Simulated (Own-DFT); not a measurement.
Si$_{2}$SnGe$_{13}$ (diamond-structure random alloy, strained, atoms displaced), Si$_{2}$SnGe$_{5}$ (diamond-structure random alloy, strained, atoms displaced) (calculated)

Computed with Own-DFT development build. A calculation, not a measurement: plane-wave density functional theory by an unreviewed code, no spin, of a simulated periodic cell, stress positive in tension, run twice, with PBE and with PBEsol, both on files made for PBE, so the change isn't that of files made for PBEsol, forces on such cells moved up to 12 meV/angstrom on a denser k mesh; the far tail of each file's local potential was reset to the Coulomb form; each entry is a single point on an unrelaxed cell, so the pressure reflects the starting lattice, mostly measured values (interpolated for alloys), from which strain is counted, and rises with the displacements; printed positions are rounded, which can move forces by about a meV/angstrom; the program, named Own-DFT, is a retired in-house code; no spin-orbit coupling; stress was not checked against mesh or cutoff.

Settings shared by all entries: functional PBE, then PBEsol; potential files PseudoDojo norm-conserving, scalar-relativistic, standard set; wave cutoff 49 hartree; occupations Fermi-Dirac; smearing width 0.1 eV; k mesh 3 x 3 x 3 centred on Gamma.

(1) Si$_{2}$SnGe$_{13}$ (diamond-structure random alloy, strained, atoms displaced)

```
Si2SnGe13
1.0
     11.0790     0.0000     0.0000
      0.0000    11.0790     0.0000
      0.0000     0.0000    11.3631
Ge Si Ge Si Ge Si Ge Si Ge Si Ge Sn Ge Si Ge Sn Ge Si Ge Si Ge Sn Ge
6 1 10 1 1 1 5 1 1 1 2 2 8 1 11 1 5 1 1 1 1 1 1
Direct
  0.00098 0.99335 0.00224
  0.99015 0.24843 0.24754
  0.24764 0.99996 0.24580
  0.24992 0.25404 0.99904
  0.12921 0.11974 0.13019
  0.12637 0.37496 0.36868
  0.37718 0.11929 0.38203
  0.38155 0.37377 0.12275
  0.99975 0.00500 0.50230
  0.99583 0.25772 0.75376
  0.24948 0.00449 0.75114
  0.25680 0.24708 0.49869
  0.13075 0.12820 0.62501
  0.12903 0.38142 0.86830
  0.37530 0.12750 0.88202
  0.37353 0.38225 0.62008
  0.00167 0.50362 0.00059
  0.00008 0.75290 0.24975
  0.24436 0.50774 0.25185
  0.25161 0.74707 0.99835
  0.12552 0.61926 0.12160
  0.12837 0.87880 0.37654
  0.37694 0.62924 0.36940
  0.36689 0.87184 0.12307
  0.00546 0.50237 0.50014
  0.00785 0.74497 0.74168
  0.24828 0.50240 0.75221
  0.24423 0.74027 0.49692
  0.12581 0.62362 0.62236
  0.12536 0.87953 0.87892
  0.37521 0.62147 0.87971
  0.37753 0.87604 0.62633
  0.49643 0.99822 0.00207
  0.49840 0.24838 0.24950
  0.74612 0.99886 0.25000
  0.74778 0.24465 0.99935
  0.62657 0.12938 0.12834
  0.63224 0.37341 0.37743
  0.87306 0.13085 0.37684
  0.87343 0.36510 0.12254
  0.50279 0.00847 0.50167
  0.49868 0.24579 0.75191
  0.74633 0.99939 0.75639
  0.75461 0.25427 0.50650
  0.62683 0.12363 0.62200
  0.62099 0.37138 0.87112
  0.88144 0.12700 0.87510
  0.87503 0.37274 0.62184
  0.50641 0.50237 0.00044
  0.49773 0.75221 0.25170
  0.75196 0.49827 0.24619
  0.75353 0.74357 0.99876
  0.62657 0.62416 0.12536
  0.63047 0.87873 0.37522
  0.87382 0.62112 0.37470
  0.87135 0.87133 0.12935
  0.48798 0.50403 0.50594
  0.50298 0.74888 0.74220
  0.75700 0.49795 0.75254
  0.75626 0.75003 0.50398
  0.62065 0.62648 0.62957
  0.62321 0.87215 0.87158
  0.87705 0.62463 0.87378
  0.87586 0.88288 0.62701
```

It finds PBE pressure 8.81 GPa; PBE stress xx -9.42 GPa; PBE stress yy -9.35 GPa; PBE stress zz -7.68 GPa; PBE stress yz 0.44 GPa; PBE stress xz -0.19 GPa; PBE stress xy -0.07 GPa; PBEsol pressure 5.69 GPa; PBEsol stress xx -6.3 GPa; PBEsol stress yy -6.22 GPa; PBEsol stress zz -4.54 GPa; PBEsol stress yz 0.41 GPa; PBEsol stress xz -0.18 GPa; PBEsol stress xy -0.05 GPa; rms change of force components from PBE to PBEsol 0.043 eV/Å.

Force:
```tsv
force element	PBE force x (eV/Å)	PBE force y (eV/Å)	PBE force z (eV/Å)	PBEsol force x (eV/Å)	PBEsol force y (eV/Å)	PBEsol force z (eV/Å)
Ge	-0.477	0.702	0.58	-0.453	0.682	0.554
Ge	1.579	-0.245	0.267	1.52	-0.235	0.26
Ge	1.338	-0.203	1.605	1.258	-0.227	1.518
Ge	-0.353	-0.049	0.375	-0.317	-0.053	0.358
Ge	-1.21	1.319	-1.133	-1.175	1.263	-1.097
Ge	-0.289	-0.587	0.564	-0.282	-0.548	0.551
Si	0.112	0.197	-1.222	0.051	0.245	-1.252
Ge	-0.879	0.76	0.392	-0.844	0.732	0.37
Ge	0.318	0.112	-0.353	0.305	0.113	-0.337
Ge	0.926	-0.54	-0.687	0.897	-0.523	-0.668
Ge	-0.451	0.615	1.282	-0.44	0.604	1.248
Ge	-0.388	0.468	-0.494	-0.415	0.492	-0.428
Ge	-0.923	0.439	0.358	-0.888	0.415	0.344
Ge	-0.872	-0.668	1.253	-0.849	-0.64	1.211
Ge	-0.267	-0.302	-0.565	-0.261	-0.293	-0.555
Ge	-0.608	-1.489	1.555	-0.593	-1.436	1.494
Ge	0.647	-2.277	0.839	0.643	-2.204	0.816
Si	0.311	-0.546	0.294	0.302	-0.537	0.288
Ge	1.305	-1.018	-0.505	1.259	-0.984	-0.492
Si	-1.794	1.24	1.118	-1.765	1.22	1.104
Ge	-0.207	1.919	0.357	-0.202	1.789	0.348
Ge	-0.69	-0.866	0.055	-0.674	-0.774	0.041
Ge	-0.858	-0.247	0.951	-0.809	-0.273	0.887
Ge	0.441	-0.167	0.009	0.464	-0.119	0.051
Ge	-0.567	-0.84	-0.433	-0.554	-0.816	-0.42
Si	0.031	1.988	0.147	0.033	1.951	0.142
Ge	-0.296	-0.631	-1.987	-0.294	-0.626	-1.928
Si	0.417	0.727	-0.655	0.407	0.704	-0.646
Ge	0.323	0.118	0.217	0.31	0.027	0.207
Ge	0.36	-1.472	-0.96	0.345	-1.359	-0.928
Sn	0.612	0.949	-0.877	0.646	0.867	-0.905
Sn	-1.16	0.122	-1.737	-1.127	0.111	-1.596
Ge	0.64	-0.081	0.188	0.61	-0.071	0.175
Ge	-0.069	-0.145	1.245	-0.027	-0.111	1.157
Ge	0.737	0.708	-0.054	0.706	0.682	-0.052
Ge	-0.019	0.336	-0.672	-0.017	0.328	-0.638
Ge	-0.523	-0.931	-0.328	-0.502	-0.898	-0.316
Ge	-1.189	0.504	0.105	-1.139	0.48	0.09
Ge	-0.259	-0.879	0.102	-0.243	-0.843	0.098
Ge	-0.042	1.313	-0.621	-0.044	1.267	-0.59
Si	0.65	-0.39	-1.256	0.699	-0.426	-1.172
Ge	-0.346	0.313	-0.908	-0.326	0.309	-0.861
Ge	0.564	0.526	-0.412	0.546	0.507	-0.41
Ge	-0.85	-0.818	-0.731	-0.817	-0.791	-0.715
Ge	0.061	0.321	0.605	0.101	0.353	0.635
Ge	1.056	0.52	0.083	0.991	0.469	0.119
Ge	-0.477	-0.617	0.387	-0.473	-0.593	0.378
Ge	0.54	1.508	0.821	0.556	1.418	0.767
Ge	-0.296	-2.902	-0.33	-0.299	-2.831	-0.322
Ge	-0.131	1.492	0.35	-0.136	1.436	0.341
Ge	1.201	-1.432	1.365	1.167	-1.395	1.338
Ge	-0.607	3.059	0.103	-0.593	2.975	0.108
Sn	-0.209	0.823	0.805	-0.198	0.793	0.771
Ge	-1.028	-0.383	0.987	-0.957	-0.395	0.913
Ge	0.683	0.638	-0.324	0.638	0.592	-0.281
Ge	0.339	0.007	-0.248	0.293	0.042	-0.284
Ge	2.295	0.739	-1.274	2.176	0.687	-1.255
Ge	1.294	-0.662	1.527	1.219	-0.589	1.531
Si	-2.339	-1.1	-1.809	-2.265	-1.119	-1.744
Ge	-0.867	-0.282	0.115	-0.813	-0.238	0.073
Si	1.467	-1.033	-0.614	1.4	-0.976	-0.631
Ge	-0.123	-0.249	0.961	-0.115	-0.24	0.921
Sn	0.979	0.446	-1.289	0.961	0.437	-1.144
Ge	0.44	-0.879	0.512	0.398	-0.826	0.456
```

(2) Si$_{2}$SnGe$_{13}$ (diamond-structure random alloy, strained, atoms displaced)

```
Si2SnGe13
1.0
     11.0790     0.0000     0.0000
      0.0000    11.0790     0.0000
      0.0000     0.0000    11.3631
Si Ge Si Ge Si Sn Ge Si Sn Ge Si Ge Sn Ge Si Ge Si Ge
1 4 2 5 1 2 3 1 1 19 1 5 1 13 1 1 1 2
Direct
  0.99396 0.99774 0.00306
  0.00163 0.24570 0.25195
  0.25664 0.99785 0.25190
  0.24569 0.25080 0.98998
  0.11339 0.11929 0.11678
  0.11509 0.37602 0.37386
  0.37507 0.13066 0.37435
  0.38486 0.37390 0.12664
  0.99789 0.00267 0.49914
  0.99791 0.24370 0.74317
  0.24258 0.00541 0.74547
  0.24733 0.24483 0.50399
  0.12489 0.12059 0.62207
  0.12624 0.37396 0.86967
  0.37921 0.12603 0.86810
  0.37192 0.37632 0.62589
  0.99727 0.50045 0.00196
  0.00003 0.75387 0.24463
  0.25351 0.50023 0.25340
  0.24021 0.75279 0.00517
  0.12440 0.62002 0.11723
  0.12896 0.88763 0.37059
  0.38150 0.62686 0.37803
  0.37664 0.86801 0.12945
  0.00060 0.49010 0.49487
  0.99616 0.74612 0.74466
  0.25101 0.50459 0.74853
  0.24495 0.75880 0.49567
  0.12704 0.62836 0.62575
  0.12101 0.87482 0.87008
  0.38038 0.62897 0.87025
  0.36891 0.86532 0.62654
  0.50939 0.99889 0.00145
  0.50080 0.25046 0.24868
  0.74852 0.99960 0.24838
  0.74994 0.25069 0.98906
  0.62766 0.12535 0.12999
  0.62496 0.37127 0.37672
  0.88458 0.12682 0.37468
  0.86381 0.37589 0.12381
  0.49792 0.00477 0.49340
  0.50025 0.25183 0.75160
  0.75923 0.00890 0.75534
  0.74903 0.24463 0.49763
  0.62169 0.13473 0.62238
  0.61406 0.37315 0.87253
  0.87263 0.12889 0.88011
  0.87252 0.37707 0.62865
  0.50965 0.50607 0.99609
  0.50294 0.75080 0.24431
  0.75204 0.50874 0.24473
  0.75168 0.74717 0.99358
  0.62435 0.62564 0.12686
  0.62255 0.87413 0.36974
  0.86707 0.62046 0.37714
  0.87267 0.87972 0.11800
  0.49540 0.49973 0.50478
  0.50119 0.74854 0.75024
  0.75462 0.50766 0.75347
  0.75249 0.74923 0.50531
  0.63053 0.62516 0.62699
  0.62718 0.88067 0.87613
  0.87449 0.62558 0.87355
  0.88026 0.87830 0.62286
```

The calculation gives: PBE pressure 8.99 GPa; PBE stress xx -9.54 GPa; PBE stress yy -9.66 GPa; PBE stress zz -7.76 GPa; PBE stress yz -0.06 GPa; PBE stress xz -0.2 GPa; PBE stress xy -0.07 GPa; PBEsol pressure 5.85 GPa; PBEsol stress xx -6.41 GPa; PBEsol stress yy -6.52 GPa; PBEsol stress zz -4.63 GPa; PBEsol stress yz -0.06 GPa; PBEsol stress xz -0.19 GPa; PBEsol stress xy -0.09 GPa; rms change of force components from PBE to PBEsol 0.045 eV/Å.

Force:
```tsv
force element	PBE force x (eV/Å)	PBE force y (eV/Å)	PBE force z (eV/Å)	PBEsol force x (eV/Å)	PBEsol force y (eV/Å)	PBEsol force z (eV/Å)
Si	0.122	-0.019	-1.626	0.118	-0.019	-1.597
Ge	-0.226	1.368	-1.273	-0.237	1.245	-1.231
Ge	0.209	1.576	-0.835	0.163	1.47	-0.826
Ge	1.15	-0.825	3.599	1.119	-0.803	3.475
Ge	1.665	0.339	0.647	1.646	0.374	0.674
Si	2.187	-0.614	-0.679	2.099	-0.638	-0.626
Si	-0.222	-0.152	-0.196	-0.213	-0.153	-0.186
Ge	-1.549	0.808	-0.756	-1.458	0.754	-0.753
Ge	0.999	-0.074	0.103	0.939	-0.099	0.059
Ge	-0.394	-0.645	-0.52	-0.424	-0.582	-0.463
Ge	-0.201	-1.627	-0.625	-0.155	-1.629	-0.562
Ge	-0.315	0.703	-0.936	-0.271	0.723	-0.874
Si	-0.673	0.322	-0.181	-0.658	0.317	-0.177
Sn	-1.575	0.926	-0.567	-1.524	0.9	-0.549
Sn	-0.608	-1.551	1.395	-0.6	-1.491	1.352
Ge	-0.178	-0.378	0.074	-0.168	-0.36	0.077
Ge	-1.357	-0.427	0.395	-1.276	-0.366	0.346
Ge	-0.064	-0.369	0.563	-0.06	-0.351	0.53
Si	-0.392	-0.39	-0.078	-0.343	-0.347	-0.112
Sn	1.674	0.272	-1.731	1.628	0.259	-1.686
Ge	-1.099	-1.633	3.179	-1.106	-1.545	3.041
Ge	-1.172	-1.08	0.226	-1.124	-1.05	0.22
Ge	-1.009	0.223	-0.491	-0.946	0.245	-0.446
Ge	0.833	1.853	-0.089	0.807	1.793	-0.067
Ge	-0.474	1.256	1.017	-0.522	1.253	1.035
Ge	0.226	0.393	0.439	0.229	0.387	0.427
Ge	1.082	0.897	-0.746	1.057	0.866	-0.73
Ge	0.097	-1.017	-0.295	0.11	-0.975	-0.267
Ge	-0.22	-0.482	-1.172	-0.212	-0.461	-1.121
Ge	-1.401	1.408	-0.604	-1.332	1.337	-0.615
Ge	-0.336	-0.654	0.555	-0.316	-0.639	0.525
Ge	0.557	1.489	-0.134	0.523	1.436	-0.137
Ge	-0.258	-0.745	0.844	-0.275	-0.681	0.861
Ge	0.043	-0.425	0.737	0.085	-0.372	0.67
Ge	0.842	0.062	0.565	0.804	0.061	0.533
Ge	0.153	-0.148	2.728	0.123	-0.186	2.604
Ge	0.19	0.423	-0.835	0.178	0.396	-0.809
Ge	0.113	0.975	-0.347	0.103	0.932	-0.336
Ge	-1.645	-0.519	-0.037	-1.59	-0.507	-0.031
Si	1.05	-0.385	-0.028	1.023	-0.375	-0.032
Ge	-0.355	-0.5	0.744	-0.306	-0.512	0.742
Ge	-0.741	-0.063	-3.987	-0.722	-0.06	-3.878
Ge	-1.581	-0.934	-0.991	-1.493	-0.863	-0.972
Ge	0.765	0.854	0.027	0.728	0.835	0.031
Ge	0.294	-1.439	0.344	0.291	-1.38	0.327
Sn	2.509	1.188	-0.227	2.449	1.155	-0.212
Ge	1.878	-0.614	-0.062	1.769	-0.561	-0.105
Ge	-0.166	-0.412	-0.658	-0.151	-0.401	-0.638
Ge	-2.388	1.189	1.861	-2.318	1.152	1.807
Ge	-0.116	-0.577	0.98	-0.114	-0.549	0.947
Ge	-0.66	-1.613	0.446	-0.675	-1.516	0.471
Ge	-0.812	0.808	0.362	-0.751	0.75	0.38
Ge	0.537	0.517	-0.817	0.523	0.496	-0.794
Ge	0.768	-0.199	1.082	0.714	-0.159	1.003
Ge	1.246	1.18	0.346	1.23	1.098	0.293
Ge	-0.294	-0.74	0.512	-0.325	-0.76	0.544
Ge	1.051	-0.182	-0.233	1.014	-0.179	-0.224
Ge	1.008	1.034	-0.026	0.931	0.956	-0.052
Ge	-0.188	-0.669	-0.768	-0.179	-0.641	-0.752
Si	-0.45	0.53	-0.722	-0.439	0.513	-0.707
Ge	-0.363	0.269	-0.453	-0.388	0.224	-0.388
Si	0.411	-0.653	-0.687	0.407	-0.641	-0.667
Ge	0.826	0.171	0.479	0.789	0.164	0.462
Ge	-1.001	-0.277	0.161	-0.926	-0.238	0.189
```

(3) Si$_{2}$SnGe$_{5}$ (diamond-structure random alloy, strained, atoms displaced)

```
Si2SnGe5
1.0
     11.4958     0.0000     0.0000
      0.0000    11.4958     0.0000
      0.0000     0.0000    11.4103
Ge Si Ge Si Sn Si Ge Si Ge Si Ge Si Ge Sn Si Ge Si Ge Si Sn Ge Sn Ge Sn Ge Sn Ge Si Ge Si Ge Sn Ge Si Ge Si Ge
6 1 3 1 1 2 1 1 1 1 2 1 2 1 2 1 2 1 1 1 4 1 1 1 2 2 1 1 1 1 8 1 1 1 2 1 3
Direct
  0.00130 0.99901 0.99987
  0.00494 0.25087 0.25129
  0.24973 0.00183 0.24129
  0.25216 0.24981 0.99606
  0.12893 0.13026 0.12365
  0.12939 0.37409 0.37189
  0.37280 0.12297 0.38097
  0.37695 0.37756 0.12524
  0.99515 0.99827 0.50516
  0.00039 0.25369 0.74867
  0.25270 0.00229 0.75227
  0.25996 0.25122 0.49838
  0.12397 0.12595 0.62670
  0.12806 0.37522 0.87527
  0.37479 0.13498 0.87413
  0.37816 0.37619 0.62046
  0.99862 0.50418 0.00199
  0.00128 0.75615 0.24978
  0.24725 0.49428 0.24991
  0.25033 0.75375 0.00222
  0.12291 0.61538 0.12305
  0.13084 0.86752 0.37278
  0.37418 0.61718 0.37603
  0.37217 0.87384 0.11832
  0.99538 0.49420 0.49651
  0.00684 0.75195 0.74825
  0.24793 0.49874 0.75003
  0.24719 0.74897 0.49786
  0.13027 0.62210 0.61684
  0.12164 0.87518 0.87218
  0.36699 0.62294 0.87160
  0.37781 0.87602 0.62685
  0.49863 0.99952 0.00351
  0.49820 0.24732 0.24860
  0.74946 0.00100 0.24899
  0.74647 0.24815 0.00025
  0.62448 0.13428 0.12094
  0.62618 0.37853 0.37393
  0.87569 0.12697 0.37226
  0.87386 0.36867 0.12896
  0.49578 0.99507 0.49865
  0.50866 0.24526 0.75055
  0.74253 0.00255 0.75324
  0.74867 0.25519 0.50214
  0.62975 0.13174 0.62090
  0.62178 0.37362 0.87458
  0.88034 0.13217 0.87288
  0.87108 0.37476 0.62567
  0.49442 0.49524 0.00237
  0.49736 0.75075 0.24600
  0.75004 0.49620 0.25298
  0.74493 0.75234 0.00528
  0.62881 0.62085 0.12196
  0.61952 0.87591 0.37740
  0.87233 0.62632 0.37986
  0.88217 0.87174 0.12290
  0.49795 0.49820 0.49807
  0.50081 0.74441 0.74137
  0.75374 0.49500 0.75220
  0.74230 0.75282 0.50462
  0.62473 0.62402 0.61649
  0.62716 0.87027 0.87843
  0.87528 0.61909 0.87774
  0.87738 0.87849 0.61863
```

It finds PBE pressure 3.49 GPa; PBE stress xx -3.34 GPa; PBE stress yy -3.29 GPa; PBE stress zz -3.83 GPa; PBE stress yz 0.44 GPa; PBE stress xz 0.35 GPa; PBE stress xy -0.65 GPa; PBEsol pressure 0.93 GPa; PBEsol stress xx -0.79 GPa; PBEsol stress yy -0.74 GPa; PBEsol stress zz -1.27 GPa; PBEsol stress yz 0.42 GPa; PBEsol stress xz 0.33 GPa; PBEsol stress xy -0.61 GPa; rms change of force components from PBE to PBEsol 0.048 eV/Å.

Force:
```tsv
force element	PBE force x (eV/Å)	PBE force y (eV/Å)	PBE force z (eV/Å)	PBEsol force x (eV/Å)	PBEsol force y (eV/Å)	PBEsol force z (eV/Å)
Ge	0.812	1.885	-1.354	0.816	1.793	-1.288
Ge	0.7	0.698	-0.967	0.677	0.678	-0.942
Ge	-0.489	0.896	2.017	-0.5	0.848	1.924
Ge	-0.317	0.906	0.356	-0.268	0.84	0.375
Ge	-0.473	-0.31	-0.303	-0.451	-0.313	-0.288
Ge	-1.402	0.651	0.115	-1.325	0.603	0.063
Si	1.429	-1.542	-2.25	1.409	-1.518	-2.213
Ge	-0.636	-0.83	0.339	-0.606	-0.804	0.328
Ge	2.158	0.024	-0.327	2.041	-0.005	-0.331
Ge	0.504	-0.155	0.236	0.45	-0.121	0.197
Si	-1.288	1.088	0.595	-1.231	1.04	0.619
Sn	-1.527	-0.189	0.828	-1.541	-0.143	0.766
Si	-0.113	-0.893	0.671	-0.15	-0.846	0.63
Si	-0.56	0.175	0.041	-0.547	0.171	0.035
Ge	-0.831	-2.4	0.61	-0.778	-2.296	0.627
Si	0.532	1.456	1.431	0.523	1.434	1.401
Ge	0.324	-1.33	-0.023	0.247	-1.29	-0.038
Si	1.366	-2.626	1.099	1.318	-2.543	1.108
Ge	0.13	0.848	-0.563	0.16	0.779	-0.511
Ge	-2.119	-2.627	-1.885	-2.052	-2.491	-1.825
Si	0.254	1.502	0.711	0.272	1.441	0.671
Ge	-0.585	0.876	0.057	-0.571	0.906	0.041
Ge	-0.425	1.094	-0.296	-0.381	1.025	-0.312
Sn	0.661	0.407	1.099	0.639	0.402	1.065
Si	0.678	0.609	0.336	0.625	0.563	0.301
Si	-0.599	-0.896	-0.703	-0.612	-0.842	-0.654
Ge	0.161	-0.118	-0.579	0.161	-0.117	-0.562
Si	0.082	-1.14	-0.298	0.119	-1.072	-0.335
Si	-0.979	0.131	0.335	-0.932	0.084	0.366
Ge	0.714	0.245	-0.18	0.697	0.25	-0.102
Si	0.927	0.469	0.089	0.873	0.432	0.114
Sn	-1.344	-0.735	0.359	-1.259	-0.668	0.292
Ge	0.358	0.549	-2.322	0.351	0.536	-2.247
Ge	-1.315	1.046	1.849	-1.244	1.046	1.754
Ge	-0.957	-1.001	0.287	-0.926	-0.959	0.28
Ge	2.403	1.656	-2.029	2.293	1.632	-1.933
Sn	-0.338	-1.938	0.845	-0.331	-1.88	0.818
Ge	-0.645	-0.589	0.132	-0.617	-0.565	0.126
Sn	-0.117	-0.054	0.663	-0.112	-0.054	0.64
Ge	0.172	0.498	-0.414	0.162	0.483	-0.391
Ge	1.474	2.381	-0.849	1.435	2.246	-0.822
Sn	-1.058	0.756	-1.393	-1.044	0.752	-1.258
Sn	1.361	0.396	-0.403	1.322	0.314	-0.382
Ge	-0.576	0.252	0.123	-0.523	0.286	0.095
Si	-0.329	-1.141	-1.862	-0.317	-1.121	-1.827
Ge	1.327	1.367	1.32	1.294	1.309	1.284
Si	0.072	-0.038	0.868	0.071	-0.034	0.849
Ge	0.764	0.171	-0.242	0.701	0.131	-0.201
Ge	0.346	1.157	-0.963	0.359	1.082	-0.897
Ge	0.955	-1.377	1.118	0.929	-1.335	1.085
Ge	0.474	0.566	-0.331	0.451	0.541	-0.314
Ge	0.108	-1.415	-1.165	0.096	-1.372	-1.129
Ge	-0.712	-0.111	0.509	-0.689	-0.098	0.493
Ge	0.394	-0.149	-0.725	0.375	-0.144	-0.693
Ge	0.389	0.254	-0.399	0.316	0.245	-0.395
Sn	-1.017	0.467	0.447	-1.039	0.507	0.382
Ge	0.406	0.061	0.403	0.394	0.062	0.316
Si	0.938	-1.379	1.726	0.913	-1.288	1.698
Ge	-0.923	0.842	-0.326	-0.864	0.778	-0.291
Ge	0.558	-0.132	-0.381	0.574	-0.091	-0.41
Si	-0.213	-0.364	1.187	-0.172	-0.387	1.114
Ge	-1.927	-0.836	0.118	-1.835	-0.778	0.148
Ge	0.015	1.442	-0.599	-0.005	1.357	-0.55
Ge	-0.127	-1.506	1.211	-0.145	-1.424	1.134
```

(4) Si$_{2}$SnGe$_{5}$ (diamond-structure random alloy, strained, atoms displaced)

```
Si2SnGe5
1.0
     11.4958     0.0000     0.0000
      0.0000    11.4958     0.0000
      0.0000     0.0000    11.4103
Ge Sn Si Ge Sn Ge Si Sn Ge Si Ge Sn Ge Si Ge Si Ge Sn Ge Si Ge Sn Ge Sn Si Ge Si Ge Si Ge Si Ge Si Ge Si Ge Si Ge
3 2 1 1 1 1 1 1 2 1 1 1 7 1 1 2 2 1 1 1 3 1 1 1 1 1 1 1 2 3 1 1 2 1 1 8 1 2
Direct
  0.99622 0.99339 0.99721
  0.00386 0.24937 0.25164
  0.24653 0.99693 0.24446
  0.24463 0.24953 0.99616
  0.12431 0.11862 0.11722
  0.11798 0.37443 0.37925
  0.37439 0.12207 0.37634
  0.37138 0.37575 0.12468
  0.99381 0.99880 0.50252
  0.99876 0.24712 0.74902
  0.24849 0.99876 0.74874
  0.24525 0.25929 0.50177
  0.12182 0.12362 0.61591
  0.12368 0.37103 0.87956
  0.37475 0.13129 0.87721
  0.37858 0.37499 0.62848
  0.99272 0.50044 0.00639
  0.99395 0.74460 0.24523
  0.24866 0.49795 0.24716
  0.24453 0.74493 0.99703
  0.12433 0.62593 0.12827
  0.12904 0.87495 0.38336
  0.37208 0.63114 0.37662
  0.37536 0.87378 0.12668
  0.00277 0.49712 0.50862
  0.99744 0.74819 0.74863
  0.25079 0.50305 0.75895
  0.24320 0.75280 0.50032
  0.12515 0.62358 0.63042
  0.13015 0.87577 0.87240
  0.37514 0.62200 0.87651
  0.37857 0.86920 0.62707
  0.49953 0.00039 0.99978
  0.50010 0.25547 0.24573
  0.74545 0.99862 0.24488
  0.74947 0.24236 0.99780
  0.62885 0.13481 0.12330
  0.62951 0.36750 0.36795
  0.87693 0.12693 0.36666
  0.87342 0.37678 0.12290
  0.49759 0.00043 0.50485
  0.50320 0.24732 0.74642
  0.75598 0.00224 0.75520
  0.74719 0.25532 0.50526
  0.62767 0.12428 0.62134
  0.62565 0.36803 0.86708
  0.87600 0.11703 0.87805
  0.87973 0.37759 0.62464
  0.50219 0.49899 0.98920
  0.49869 0.74249 0.24262
  0.75963 0.49914 0.24829
  0.74881 0.74786 0.99907
  0.62545 0.62557 0.12751
  0.62225 0.88097 0.37309
  0.87692 0.62313 0.37729
  0.87325 0.87307 0.12148
  0.49823 0.50005 0.50024
  0.50343 0.75704 0.75735
  0.74630 0.49856 0.74668
  0.74725 0.74593 0.49752
  0.63135 0.61933 0.62461
  0.62306 0.87099 0.85990
  0.87535 0.62637 0.87531
  0.87993 0.87031 0.62338
```

The calculation gives: PBE pressure 3.62 GPa; PBE stress xx -3.51 GPa; PBE stress yy -3.41 GPa; PBE stress zz -3.94 GPa; PBE stress yz 0.93 GPa; PBE stress xz 0.02 GPa; PBE stress xy -0.31 GPa; PBEsol pressure 1.07 GPa; PBEsol stress xx -0.96 GPa; PBEsol stress yy -0.86 GPa; PBEsol stress zz -1.38 GPa; PBEsol stress yz 0.88 GPa; PBEsol stress xz 0.01 GPa; PBEsol stress xy -0.3 GPa; rms change of force components from PBE to PBEsol 0.048 eV/Å.

Force:
```tsv
force element	PBE force x (eV/Å)	PBE force y (eV/Å)	PBE force z (eV/Å)	PBEsol force x (eV/Å)	PBEsol force y (eV/Å)	PBEsol force z (eV/Å)
Ge	-1.254	-0.327	0.155	-1.218	-0.307	0.155
Ge	-0.807	0.754	0.486	-0.785	0.726	0.407
Ge	1.502	-1.206	1.527	1.423	-1.14	1.511
Sn	0.631	0.572	-1.522	0.672	0.501	-1.435
Sn	-1.833	-0.849	1.71	-1.78	-0.832	1.667
Si	0.585	0.374	-0.453	0.575	0.366	-0.443
Ge	-0.091	0.346	-0.085	-0.116	0.368	-0.117
Sn	1.455	1.188	-0.162	1.417	1.149	-0.153
Ge	0.083	0.457	-1.158	0.127	0.404	-1.087
Si	0.179	0.362	-0.021	0.18	0.285	-0.017
Sn	2.58	2.296	-2.419	2.469	2.269	-2.312
Ge	-0.643	-1.293	-1.283	-0.596	-1.293	-1.21
Ge	-0.653	1.097	0.22	-0.609	1.031	0.192
Si	-1.819	1.933	-1.924	-1.781	1.896	-1.824
Ge	1.86	-0.991	-0.837	1.807	-0.963	-0.812
Sn	-1.023	0.756	0.484	-0.951	0.694	0.432
Ge	1.186	0.012	-0.912	1.116	0.029	-0.85
Ge	0.627	0.76	0.882	0.606	0.725	0.848
Ge	-1.394	1.147	2.149	-1.33	1.141	2.049
Ge	1.703	-0.452	1.648	1.626	-0.46	1.575
Ge	-0.145	-0.425	-0.376	-0.146	-0.413	-0.371
Ge	-1.32	0.473	-1.342	-1.269	0.457	-1.288
Ge	0.146	-0.425	-0.373	0.11	-0.444	-0.332
Si	0.062	-0.598	-0.381	0.019	-0.54	-0.405
Ge	-0.062	0.087	-0.74	-0.052	0.152	-0.718
Si	-0.218	-0.573	-0.303	-0.217	-0.562	-0.305
Si	-1.053	-0.285	0.2	-0.998	-0.243	0.17
Ge	1.215	-0.509	0.941	1.142	-0.514	0.874
Ge	0.165	0.088	0.458	0.154	0.086	0.378
Sn	-2.743	-2.338	1.203	-2.64	-2.243	1.214
Ge	-0.058	0.687	-0.244	-0.021	0.689	-0.201
Si	0.507	-0.039	-0.94	0.464	-0.08	-0.884
Ge	0.325	-0.391	-0.142	0.305	-0.312	-0.147
Ge	-0.544	-2.686	0.199	-0.516	-2.599	0.188
Ge	0.681	0.662	0.294	0.635	0.618	0.259
Sn	1.065	1.707	-0.838	1.03	1.653	-0.805
Ge	-2.338	-2.502	1.694	-2.267	-2.428	1.643
Sn	0.412	1.693	0.732	0.316	1.641	0.694
Si	-0.856	-0.154	1.057	-0.811	-0.173	1.003
Ge	0.491	0.024	1.109	0.517	0.005	1.038
Si	-0.11	-0.453	-0.162	-0.074	-0.403	-0.192
Ge	0.597	-1.298	0.87	0.581	-1.246	0.852
Si	-0.758	-0.95	-1.062	-0.705	-0.89	-1.064
Si	2.066	-1.28	0.335	1.953	-1.261	0.326
Ge	0.436	-0.46	0.379	0.388	-0.407	0.409
Ge	-0.431	1.067	-0.332	-0.432	1.037	-0.334
Ge	1.112	-0.076	-1.492	1.086	-0.079	-1.376
Si	-0.761	-0.929	0.611	-0.743	-0.833	0.593
Ge	1.079	0.44	0.634	1.004	0.403	0.583
Si	-0.073	0.971	0.443	-0.089	0.953	0.509
Si	-0.395	1.027	-0.533	-0.351	0.972	-0.498
Ge	-0.839	0.283	-0.295	-0.745	0.277	-0.289
Si	0.355	-0.686	-0.318	0.372	-0.686	-0.382
Ge	-0.654	-0.828	0.079	-0.571	-0.803	0.063
Ge	-0.106	-0.41	-0.102	-0.078	-0.362	-0.076
Ge	-0.366	-0.043	0.185	-0.352	-0.045	0.166
Ge	0.666	1.433	-0.881	0.644	1.386	-0.844
Ge	-0.985	-1.711	-1.659	-0.983	-1.727	-1.614
Ge	1.255	-0.463	0.352	1.174	-0.419	0.358
Ge	0.152	0.641	-0.061	0.16	0.613	-0.053
Ge	-1.193	0.827	-0.07	-1.141	0.788	-0.069
Si	1.512	1.72	2.137	1.448	1.644	2.118
Ge	-0.146	-0.257	-0.398	-0.176	-0.274	-0.339
Ge	-1.02	0.007	0.649	-0.98	0.021	0.57
```
